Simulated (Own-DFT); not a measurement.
# Point defects and the pressure they add: grey tin

Calculated, not measured: single-point runs of Own-DFT, a retired in-house plane-wave DFT program that no person has reviewed, on unrelaxed cells, without spin or spin-orbit coupling.

Common settings: PBE; PseudoDojo norm-conserving scalar-relativistic files; cutoff 42 hartree; 3 x 3 x 3 k mesh centred on Gamma; cold (Marzari-Vanderbilt) smearing of 0.2 eV.

Known weak points (not all hold for every row): not probed for a lower state with spin; forces on such cells moved up to 12 meV/angstrom on a denser k mesh; stress not checked against mesh or cutoff.

All runs share one cell, with vectors in Å (12.978, 0.000, 0.000); (0.000, 12.978, 0.000); (0.000, 0.000, 12.978) and a volume of 2185.9 Å³. Atoms were moved at random from their sites; u is the rms move along one axis. The defect's site can differ from row to row.

```
cell,formula,u (Å),P (GPa)
no defect,Sn64,0.0182,3.37
no defect,Sn64,0.0188,3.38
no defect,Sn64,0.0498,3.58
one Sn vacancy,Sn63,0.0273,3.23
one Sn vacancy,Sn63,0.0281,3.25
one Sn vacancy,Sn63,0.0486,?
one Sn vacancy,Sn63,0.0507,3.34
two Sn vacancies,Sn62,0.0291,3.14
two Sn vacancies,Sn62,0.0490,3.40
two Sn vacancies,Sn62,0.0493,3.32
```

## Working it out

P = P0 + c u² + a shift for each defect gives P0 = 3.34 GPa, c = 96 ± 17 GPa/Å² and a scatter of 0.04 GPa. The shifts, and each times the cell's volume:

- one Sn vacancy: -0.20 ± 0.04 GPa, -2.7 eV
- two Sn vacancies: -0.24 ± 0.04 GPa, -3.2 eV (-1.6 eV for each of its 2 sites)

A positive shift means that the defect pushes the cell outwards. Shift times volume (160.2 GPa Å³ is 1 eV) depends little on the cell's size, so, taken for each site, it can be compared between cells at like pressure. The atoms around the defects weren't relaxed, which would change these numbers.

## Test on the hidden row

Q: what pressure belongs in the blank (one Sn vacancy, u = 0.0486 Å)?

From the fit: 3.37 ± 0.05 GPa. DFT gave 3.36 GPa.
